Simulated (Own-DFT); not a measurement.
Si$_{3}$N$_{4}$ (beta silicon nitride, atoms displaced) (calculated)

A calculation, not a measurement: plane-wave PBE density functional theory by an unreviewed code, no spin, of a simulated periodic cell, stress positive in tension, free energy of the whole cell less one offset for each atom, some atoms lie very close together; forces on such cells passed a denser k mesh, this cell's mesh not checked; offsets are fitted by least squares, one for each functional and potential file, so energies compare only between cells with the same atoms and settings and are not formation energies; the far tail of each file's local potential was reset to the Coulomb form; each entry is a single point on an unrelaxed cell, so the pressure reflects the starting lattice, mostly measured values (interpolated for alloys), from which strain is counted, and rises with the displacements; printed positions are rounded, which can move forces by about a meV/angstrom; the program, named Own-DFT, is a retired in-house code; no spin-orbit coupling; before rounding, a Quantum ESPRESSO 7.3.1 run of the same cell and cutoff gave forces within 1 meV/angstrom rms on each cell, which checks the program and not the settings. Program: Own-DFT development build.

Common to all runs: functional PBE; potential files PseudoDojo norm-conserving, scalar-relativistic, standard set; wave cutoff 42 hartree; occupations Fermi-Dirac; smearing width 0.1 eV; k mesh 3 x 3 x 3 centred on Gamma.

(1) Si$_{3}$N$_{4}$ (beta silicon nitride, atoms displaced)

```cif
# cell vector a (Å): 7.6060 0.0000 0.0000
# cell vector b (Å): -3.8030 6.5870 0.0000
# cell vector c (Å): 0.0000 0.0000 8.7270
data_Si3N4
_symmetry_space_group_name_H-M 'P 1'
_symmetry_Int_Tables_number 1
_cell_length_a 7.6060
_cell_length_b 7.6060
_cell_length_c 8.7270
_cell_angle_alpha 90.000
_cell_angle_beta 90.000
_cell_angle_gamma 120.000
_cell_volume 437.23
loop_
_atom_site_label
_atom_site_type_symbol
_atom_site_fract_x
_atom_site_fract_y
_atom_site_fract_z
_atom_site_occupancy
Si1 Si 0.17507 0.78233 0.06514 1
Si2 Si 0.26241 0.40797 0.08342 1
Si3 Si 0.58772 0.80691 0.10481 1
Si4 Si 0.82370 0.23140 0.24696 1
Si5 Si 0.73429 0.58782 0.25717 1
Si6 Si 0.40982 0.16237 0.24151 1
N1 N 0.34090 0.02590 0.08876 1
N2 N 0.95150 0.28075 0.08453 1
N3 N 0.71265 0.70053 0.07939 1
N4 N 0.66602 0.97395 0.24697 1
N5 N 0.01485 0.70023 0.25543 1
N6 N 0.30440 0.33190 0.23646 1
N7 N 0.33033 0.67351 0.08223 1
N8 N 0.66296 0.33211 0.24457 1
Si7 Si 0.15437 0.74416 0.41545 1
Si8 Si 0.24198 0.42397 0.40341 1
Si9 Si 0.59209 0.84579 0.43868 1
Si10 Si 0.83675 0.24389 0.57241 1
Si11 Si 0.77610 0.59784 0.56432 1
Si12 Si 0.39656 0.16481 0.55389 1
N9 N 0.32394 0.01975 0.41697 1
N10 N 0.96205 0.28590 0.40592 1
N11 N 0.70047 0.64623 0.42791 1
N12 N 0.67893 0.98658 0.60141 1
N13 N 0.02776 0.68365 0.58366 1
N14 N 0.31517 0.31895 0.59889 1
N15 N 0.31602 0.67254 0.44143 1
N16 N 0.65372 0.34066 0.58274 1
Si13 Si 0.17670 0.77624 0.76452 1
Si14 Si 0.25069 0.39502 0.75356 1
Si15 Si 0.58646 0.81038 0.75197 1
Si16 Si 0.82506 0.22087 0.91627 1
Si17 Si 0.75097 0.58772 0.91337 1
Si18 Si 0.39986 0.16684 0.91384 1
N17 N 0.33916 0.02639 0.77084 1
N18 N 0.95913 0.28846 0.76012 1
N19 N 0.69082 0.67799 0.72892 1
N20 N 0.67980 0.98820 0.90347 1
N21 N 0.04262 0.69765 0.92044 1
N22 N 0.32652 0.37450 0.92582 1
N23 N 0.34287 0.69654 0.76782 1
N24 N 0.69238 0.34119 0.92139 1
```

```
free energy of cell above offsets : 10.983 eV
pressure                          : 17.46 GPa
stress xx                         : -12.97 GPa
stress yy                         : -14.65 GPa
stress zz                         : -24.78 GPa
stress yz                         : -5.38 GPa
stress xz                         : -0.59 GPa
stress xy                         : 4.08 GPa
```

Force:
```tsv
element	x (eV/Å)	y (eV/Å)	z (eV/Å)
Si	2.172	-2.476	8.205
Si	-10.88	3.901	0.712
Si	-6.522	5.945	-4.49
Si	-0.553	0.285	-2.15
Si	5.559	-0.07	-3.808
Si	-0.289	1.339	3.319
N	-1.192	1.242	-3.329
N	4.368	2.1	0.069
N	5.491	-5.065	0.525
N	-0.46	-1.624	4.58
N	-0.228	-0.073	-2.237
N	3.197	-1.422	6.511
N	1.115	-1.812	1.551
N	-1.009	0.095	0.45
Si	-3.869	3.125	-0.826
Si	-0.671	-2.521	2.115
Si	0.251	-0.596	-2.049
Si	-2.142	0.374	5.005
Si	4.633	-3.545	12.92
Si	3.599	3.411	8.603
N	-0.221	-3.449	-5.883
N	3.213	2.069	1.18
N	-11.23	6.176	-9.371
N	-0.329	-1.388	-3.316
N	-0.118	1.067	1.955
N	-3.995	1.861	-3.921
N	7.248	-1.6	-1.018
N	3.365	-2.389	-0.991
Si	0.38	-1.056	-3.994
Si	-6.584	2.925	-0.226
Si	-1.87	7.053	2.407
Si	0.702	2.836	1.705
Si	1.986	0.857	-1.316
Si	3.05	4.774	3.845
N	-1.689	-0.526	-6.177
N	4.958	3.036	-5.213
N	5.558	-3.72	2.097
N	-0.654	-8.577	2.065
N	-6.856	-2.526	-2.965
N	6.266	-4.644	-4.94
N	0.527	-5.817	-1.432
N	-6.264	0.424	-0.164
```

(2) Si$_{3}$N$_{4}$ (beta silicon nitride, atoms displaced)

```cif
# cell vector a (Å): 7.6060 0.0000 0.0000
# cell vector b (Å): -3.8030 6.5870 0.0000
# cell vector c (Å): 0.0000 0.0000 8.7270
data_Si3N4
_symmetry_space_group_name_H-M 'P 1'
_symmetry_Int_Tables_number 1
_cell_length_a 7.6060
_cell_length_b 7.6060
_cell_length_c 8.7270
_cell_angle_alpha 90.000
_cell_angle_beta 90.000
_cell_angle_gamma 120.000
_cell_volume 437.23
loop_
_atom_site_label
_atom_site_type_symbol
_atom_site_fract_x
_atom_site_fract_y
_atom_site_fract_z
_atom_site_occupancy
Si1 Si 0.17666 0.78172 0.07967 1
Si2 Si 0.23096 0.41010 0.07495 1
Si3 Si 0.61355 0.82591 0.08286 1
Si4 Si 0.83113 0.24485 0.24803 1
Si5 Si 0.75200 0.58272 0.25925 1
Si6 Si 0.37882 0.15769 0.26369 1
N1 N 0.34799 0.05575 0.08560 1
N2 N 0.95099 0.26038 0.08161 1
N3 N 0.69172 0.64849 0.09599 1
N4 N 0.65139 0.95030 0.23813 1
N5 N 0.01583 0.69447 0.23829 1
N6 N 0.29598 0.34720 0.23508 1
N7 N 0.34117 0.66486 0.07855 1
N8 N 0.67013 0.33272 0.23948 1
Si7 Si 0.16606 0.76912 0.42846 1
Si8 Si 0.24628 0.41322 0.39722 1
Si9 Si 0.60695 0.82368 0.43268 1
Si10 Si 0.84156 0.22127 0.59431 1
Si11 Si 0.76760 0.59156 0.58563 1
Si12 Si 0.41754 0.18233 0.57515 1
N9 N 0.32774 0.98962 0.41596 1
N10 N 0.96338 0.30472 0.41243 1
N11 N 0.69745 0.65995 0.42317 1
N12 N 0.67103 0.97261 0.59820 1
N13 N 0.02936 0.69188 0.57194 1
N14 N 0.30401 0.33868 0.59664 1
N15 N 0.29685 0.66356 0.41381 1
N16 N 0.62592 0.31331 0.60301 1
Si13 Si 0.15525 0.75213 0.74076 1
Si14 Si 0.26492 0.44110 0.74722 1
Si15 Si 0.56897 0.81769 0.73740 1
Si16 Si 0.81491 0.23807 0.90966 1
Si17 Si 0.77140 0.58905 0.90356 1
Si18 Si 0.39310 0.18143 0.90817 1
N17 N 0.33090 0.03317 0.75930 1
N18 N 0.96437 0.28731 0.75336 1
N19 N 0.68541 0.66057 0.75645 1
N20 N 0.65790 0.95860 0.92854 1
N21 N 0.04231 0.71392 0.90988 1
N22 N 0.27319 0.30809 0.92199 1
N23 N 0.30995 0.65572 0.75505 1
N24 N 0.66340 0.35068 0.91492 1
```

```
free energy of cell above offsets : 9.993 eV
pressure                          : 15.66 GPa
stress xx                         : -12.31 GPa
stress yy                         : -19.88 GPa
stress zz                         : -14.79 GPa
stress yz                         : -0.89 GPa
stress xz                         : 0.23 GPa
stress xy                         : 0.59 GPa
```

Force:
```tsv
element	x (eV/Å)	y (eV/Å)	z (eV/Å)
Si	2.215	0.038	1.163
Si	-3.443	0.235	-1.178
Si	-1.039	-4.071	-0.157
Si	-0.683	-3.838	-0.89
Si	3.021	0.019	-3.124
Si	2.868	1.901	-3.427
N	-1.207	-3.334	-0.471
N	1.23	3.07	-1.184
N	-1.022	1.514	-4.111
N	0.851	3.744	7.563
N	0.98	1.175	2.548
N	4.496	-3.547	3.159
N	-2.4	0.86	-0.342
N	-3.562	-1.481	2.484
Si	-2.704	-5.721	-8.243
Si	-4.737	1.62	5.408
Si	-4.041	1.016	-5.414
Si	-2.525	2.048	-3.729
Si	-0.691	-2.733	1.582
Si	-12.7	-11.03	0.861
N	0.027	13.17	0.672
N	1.77	-0.809	2.62
N	-1.225	0.677	1.37
N	0.283	-0.843	-4.176
N	-5.292	-2.35	6.165
N	0.855	-1.122	-5.947
N	9.746	-2.687	0.717
N	16.29	12.15	0.33
Si	0.615	4.573	1.68
Si	0.144	-11.85	2.919
Si	1.516	0.013	8.167
Si	0.426	-2.862	2.97
Si	-0.325	4.254	5.613
Si	2.69	-0.164	3.226
N	-0.086	-3.492	-4.945
N	1.861	2.392	0.857
N	-1.313	1.341	-3.539
N	-0.382	2.455	-6.29
N	-2.863	-1.892	0.277
N	-0.926	2.749	-3.494
N	-0.147	8.206	-1.02
N	1.428	-5.397	-0.671
```

(3) Si$_{3}$N$_{4}$ (beta silicon nitride, atoms displaced)

```cif
# cell vector a (Å): 7.6060 0.0000 0.0000
# cell vector b (Å): -3.8030 6.5870 0.0000
# cell vector c (Å): 0.0000 0.0000 8.7270
data_Si3N4
_symmetry_space_group_name_H-M 'P 1'
_symmetry_Int_Tables_number 1
_cell_length_a 7.6060
_cell_length_b 7.6060
_cell_length_c 8.7270
_cell_angle_alpha 90.000
_cell_angle_beta 90.000
_cell_angle_gamma 120.000
_cell_volume 437.23
loop_
_atom_site_label
_atom_site_type_symbol
_atom_site_fract_x
_atom_site_fract_y
_atom_site_fract_z
_atom_site_occupancy
Si1 Si 0.14366 0.75713 0.07487 1
Si2 Si 0.22131 0.37501 0.09468 1
Si3 Si 0.59364 0.83287 0.10413 1
Si4 Si 0.82889 0.22809 0.24484 1
Si5 Si 0.74264 0.59733 0.24078 1
Si6 Si 0.40335 0.17835 0.24975 1
N1 N 0.30025 0.04107 0.08687 1
N2 N 0.98367 0.30918 0.08764 1
N3 N 0.70141 0.67223 0.07486 1
N4 N 0.65503 0.95796 0.26164 1
N5 N 0.02784 0.68526 0.24059 1
N6 N 0.30367 0.31599 0.26224 1
N7 N 0.32324 0.65515 0.08145 1
N8 N 0.67097 0.35298 0.27006 1
Si7 Si 0.18790 0.75994 0.43939 1
Si8 Si 0.26904 0.42894 0.41637 1
Si9 Si 0.60356 0.82921 0.39577 1
Si10 Si 0.86817 0.26613 0.59182 1
Si11 Si 0.80306 0.62306 0.60859 1
Si12 Si 0.40503 0.17454 0.58097 1
N9 N 0.31139 0.99701 0.43251 1
N10 N 0.97303 0.30817 0.42909 1
N11 N 0.71383 0.67949 0.44363 1
N12 N 0.65715 0.96725 0.58237 1
N13 N 0.03944 0.72016 0.58220 1
N14 N 0.30671 0.33779 0.60054 1
N15 N 0.32497 0.65901 0.40850 1
N16 N 0.65232 0.30219 0.59453 1
Si13 Si 0.18204 0.78915 0.74058 1
Si14 Si 0.26186 0.40402 0.74983 1
Si15 Si 0.58826 0.80654 0.75073 1
Si16 Si 0.84038 0.21763 0.90885 1
Si17 Si 0.76090 0.59242 0.91084 1
Si18 Si 0.40482 0.17465 0.91813 1
N17 N 0.34522 0.02986 0.76134 1
N18 N 0.95041 0.29668 0.75559 1
N19 N 0.69580 0.65178 0.74326 1
N20 N 0.65842 0.96824 0.90810 1
N21 N 0.02367 0.67671 0.92506 1
N22 N 0.31617 0.35963 0.93522 1
N23 N 0.34436 0.66624 0.75480 1
N24 N 0.65201 0.33150 0.91074 1
```

```
free energy of cell above offsets : 13.927 eV
pressure                          : 17.59 GPa
stress xx                         : -12 GPa
stress yy                         : -13.73 GPa
stress zz                         : -27.06 GPa
stress yz                         : 0.72 GPa
stress xz                         : 7.56 GPa
stress xy                         : 0.42 GPa
```

Force:
```tsv
element	x (eV/Å)	y (eV/Å)	z (eV/Å)
Si	6.263	2.731	6.328
Si	0.186	5.756	1.343
Si	-2.549	-4.642	-8.917
Si	-1.841	3.332	3.957
Si	6.476	0.803	4.472
Si	5.21	-4.215	1.661
N	1.064	-1.833	-0.947
N	-3.815	-3.857	-0.811
N	-2.612	2.17	0.489
N	0.241	10.57	-8.972
N	-2.885	-0.335	3.677
N	-4.149	3.276	0.323
N	1.02	1.565	1.317
N	0.442	-5.355	-1.608
Si	-3.01	-2.5	-7.618
Si	-2.617	-4.542	2.406
Si	0.219	-6.414	18.02
Si	-8.605	-6.887	-3.224
Si	-1.233	-6.781	-9.024
Si	1.838	-1.737	1.194
N	-0.089	8.533	-1.901
N	3.974	1.154	-5.582
N	-1.806	-0.005	-5.309
N	1.647	-0.641	-0.316
N	1.446	-0.54	3.239
N	3.652	-3.178	-9.007
N	4.357	2.235	-0.199
N	2.622	5.667	-0.479
Si	3.129	-3.589	5.057
Si	-6.724	4.56	9.124
Si	0.45	5.046	-2.861
Si	-5.7	-0.372	5.38
Si	2.095	-2.528	1.851
Si	-0.587	0.761	1.879
N	-2.198	1.113	-1.838
N	8.451	4.379	0.388
N	-4.461	2.658	6.86
N	1.48	-0.734	3.472
N	-3.556	-0.481	-8.708
N	2.974	-3.371	-5.458
N	-4.31	-2.549	-0.991
N	3.511	0.774	1.329
```

(4) Si$_{3}$N$_{4}$ (beta silicon nitride, atoms displaced)

```cif
# cell vector a (Å): 7.6060 0.0000 0.0000
# cell vector b (Å): -3.8030 6.5870 0.0000
# cell vector c (Å): 0.0000 0.0000 8.7270
data_Si3N4
_symmetry_space_group_name_H-M 'P 1'
_symmetry_Int_Tables_number 1
_cell_length_a 7.6060
_cell_length_b 7.6060
_cell_length_c 8.7270
_cell_angle_alpha 90.000
_cell_angle_beta 90.000
_cell_angle_gamma 120.000
_cell_volume 437.23
loop_
_atom_site_label
_atom_site_type_symbol
_atom_site_fract_x
_atom_site_fract_y
_atom_site_fract_z
_atom_site_occupancy
Si1 Si 0.16264 0.77450 0.09602 1
Si2 Si 0.23164 0.42060 0.07947 1
Si3 Si 0.60515 0.80861 0.07181 1
Si4 Si 0.80442 0.21011 0.25907 1
Si5 Si 0.76579 0.59581 0.25631 1
Si6 Si 0.37755 0.14107 0.23715 1
N1 N 0.35510 0.04448 0.07273 1
N2 N 0.96005 0.30354 0.07429 1
N3 N 0.66247 0.66472 0.09301 1
N4 N 0.67520 0.97223 0.24816 1
N5 N 0.03290 0.67635 0.26484 1
N6 N 0.29150 0.34608 0.24818 1
N7 N 0.31648 0.67024 0.09146 1
N8 N 0.64791 0.32898 0.24147 1
Si7 Si 0.16760 0.77899 0.42484 1
Si8 Si 0.22728 0.40521 0.42607 1
Si9 Si 0.60347 0.82153 0.41247 1
Si10 Si 0.82285 0.23606 0.57896 1
Si11 Si 0.76583 0.57220 0.57002 1
Si12 Si 0.40909 0.17483 0.57464 1
N9 N 0.37576 0.05099 0.42018 1
N10 N 0.94146 0.29546 0.42280 1
N11 N 0.67416 0.64199 0.41594 1
N12 N 0.67469 0.96539 0.59047 1
N13 N 0.03809 0.70566 0.57981 1
N14 N 0.30138 0.32748 0.57041 1
N15 N 0.34937 0.65868 0.42293 1
N16 N 0.67040 0.31215 0.58341 1
Si13 Si 0.18813 0.77946 0.74093 1
Si14 Si 0.22883 0.39211 0.75205 1
Si15 Si 0.58728 0.82710 0.74396 1
Si16 Si 0.79865 0.22039 0.91873 1
Si17 Si 0.75949 0.60285 0.92397 1
Si18 Si 0.40685 0.18165 0.93155 1
N17 N 0.34952 0.04313 0.74479 1
N18 N 0.98681 0.30026 0.73546 1
N19 N 0.68759 0.66490 0.76027 1
N20 N 0.67220 0.96287 0.92564 1
N21 N 0.03736 0.68134 0.91840 1
N22 N 0.31504 0.36074 0.90896 1
N23 N 0.34030 0.66806 0.75642 1
N24 N 0.69307 0.34762 0.90918 1
```

```
free energy of cell above offsets : 8.764 eV
pressure                          : 14.67 GPa
stress xx                         : -12.49 GPa
stress yy                         : -15.04 GPa
stress zz                         : -16.49 GPa
stress yz                         : 4.06 GPa
stress xz                         : -3.27 GPa
stress xy                         : 7.23 GPa
```

Force:
```tsv
element	x (eV/Å)	y (eV/Å)	z (eV/Å)
Si	3.029	-2.264	-3.999
Si	-2.866	-1.229	0.558
Si	-18.54	13.73	1.421
Si	0.063	6.806	-3.395
Si	-0.223	-3.791	-1.802
Si	0.145	8.788	5.553
N	-1.271	-7.456	2.96
N	0.833	-0.729	2.126
N	18.3	-13.89	2.032
N	0.387	-6.159	-0.225
N	-3.465	1.602	-1.695
N	2.065	-3.659	-0.05
N	2.765	2.381	-0.229
N	1.075	0.061	0.156
Si	6.68	0.683	-1.57
Si	-2.443	0.006	-4.245
Si	-2.164	1.112	1.76
Si	5.688	-4.665	4.753
Si	-1.136	0.94	3.992
Si	-0.416	2.693	3.859
N	-2.259	-6.311	-4.647
N	5.156	2.331	-3.964
N	2.079	0.941	0.765
N	0.366	1.301	-3.613
N	-3.067	-1.119	2.041
N	1.835	-1.499	3.993
N	-4.237	2.436	0.134
N	-7.026	4.925	0.358
Si	0.626	-1.051	3.521
Si	-0.688	3.393	-4.337
Si	1.777	-0.878	2.641
Si	8.475	-0.515	-0.084
Si	3.086	-1.074	-1.285
Si	0.621	5.465	-9.373
N	-1.064	-0.717	1.704
N	-4.462	-2.019	1.384
N	1.377	-0.318	-2.792
N	-0.502	0.7	-3.494
N	-3.015	2.198	0.552
N	3.926	-3.327	5.063
N	-2.32	-1.132	-0.905
N	-9.187	1.306	0.379
```

(5) Si$_{3}$N$_{4}$ (beta silicon nitride, atoms displaced)

```cif
# cell vector a (Å): 7.6060 0.0000 0.0000
# cell vector b (Å): -3.8030 6.5870 0.0000
# cell vector c (Å): 0.0000 0.0000 8.7270
data_Si3N4
_symmetry_space_group_name_H-M 'P 1'
_symmetry_Int_Tables_number 1
_cell_length_a 7.6060
_cell_length_b 7.6060
_cell_length_c 8.7270
_cell_angle_alpha 90.000
_cell_angle_beta 90.000
_cell_angle_gamma 120.000
_cell_volume 437.23
loop_
_atom_site_label
_atom_site_type_symbol
_atom_site_fract_x
_atom_site_fract_y
_atom_site_fract_z
_atom_site_occupancy
Si1 Si 0.18500 0.78192 0.10685 1
Si2 Si 0.23433 0.38535 0.10112 1
Si3 Si 0.58815 0.83058 0.09959 1
Si4 Si 0.83753 0.22153 0.27162 1
Si5 Si 0.76146 0.57906 0.24274 1
Si6 Si 0.41667 0.18031 0.24124 1
N1 N 0.29807 0.00266 0.08365 1
N2 N 0.94703 0.29575 0.10077 1
N3 N 0.67666 0.64580 0.09236 1
N4 N 0.67747 0.96528 0.26040 1
N5 N 0.02500 0.67225 0.24949 1
N6 N 0.31017 0.35016 0.23739 1
N7 N 0.35494 0.69933 0.05993 1
N8 N 0.67823 0.35300 0.24907 1
Si7 Si 0.19436 0.77190 0.41707 1
Si8 Si 0.21822 0.39470 0.42812 1
Si9 Si 0.60969 0.82458 0.39727 1
Si10 Si 0.85099 0.26259 0.59810 1
Si11 Si 0.73594 0.56176 0.57690 1
Si12 Si 0.40396 0.17920 0.60498 1
N9 N 0.32551 0.99848 0.42412 1
N10 N 0.98317 0.31787 0.42542 1
N11 N 0.69533 0.68061 0.42165 1
N12 N 0.66602 0.97756 0.58227 1
N13 N 0.03888 0.69001 0.57752 1
N14 N 0.31815 0.34548 0.57889 1
N15 N 0.34128 0.66302 0.42293 1
N16 N 0.66544 0.33372 0.59087 1
Si13 Si 0.15760 0.75283 0.73813 1
Si14 Si 0.21248 0.38843 0.74494 1
Si15 Si 0.60554 0.79620 0.74383 1
Si16 Si 0.78448 0.20633 0.91645 1
Si17 Si 0.76072 0.58313 0.92299 1
Si18 Si 0.38883 0.16472 0.90486 1
N17 N 0.34676 0.08201 0.74785 1
N18 N 0.94372 0.30158 0.74840 1
N19 N 0.67827 0.67516 0.74889 1
N20 N 0.64962 0.94884 0.94761 1
N21 N 0.04824 0.72678 0.91534 1
N22 N 0.31380 0.34677 0.95272 1
N23 N 0.32949 0.69326 0.75568 1
N24 N 0.64557 0.31585 0.91217 1
```

```
free energy of cell above offsets : 24.628 eV
pressure                          : 28.55 GPa
stress xx                         : -23.33 GPa
stress yy                         : -29.89 GPa
stress zz                         : -32.42 GPa
stress yz                         : 7.52 GPa
stress xz                         : -7.06 GPa
stress xy                         : 9.5 GPa
```

Force:
```tsv
element	x (eV/Å)	y (eV/Å)	z (eV/Å)
Si	1.198	-12	-3.964
Si	-15.56	7.129	-9.542
Si	3.149	-3.549	1.529
Si	-3.14	1.368	-3.322
Si	0.106	8.677	2.303
Si	-0.861	-1.468	1.36
N	0.749	15.85	-0.694
N	3.149	0.532	-2.824
N	-0.057	1.672	-1.838
N	-0.007	5.464	-4.395
N	-0.541	1.074	2.473
N	8.664	-5.265	17.68
N	-4.617	-6.271	3.218
N	1.17	-11.75	1.565
Si	-2.072	-9.185	-0.878
Si	4.619	5.356	-4.343
Si	-6.352	-1.138	10.77
Si	-7.393	-7.221	-11.87
Si	0.079	9.274	-0.281
Si	2.745	4.026	-17.02
N	-0.171	13.83	-0.505
N	-3.04	-2.046	1.678
N	7.12	-5.608	-0.643
N	1.676	0.313	0.263
N	-4.464	-1.918	-1.273
N	-0.769	-0.931	2.228
N	0.813	-0.976	-0.978
N	0.764	-4.077	-0.55
Si	-0.791	1.873	3.917
Si	-0.286	4.237	3.985
Si	-30.39	23.65	-0.767
Si	3.882	-0.592	3.337
Si	0.741	1.903	-0.041
Si	-1.123	3.155	11.86
N	-2.121	-13.65	5.479
N	7.81	2.424	12.17
N	28.86	-22.62	1.358
N	2.064	5.901	-9.402
N	-3.794	-2.471	0.01
N	2.839	-3.367	-11.63
N	5.83	-4.155	-0.874
N	-0.473	2.564	0.458
```
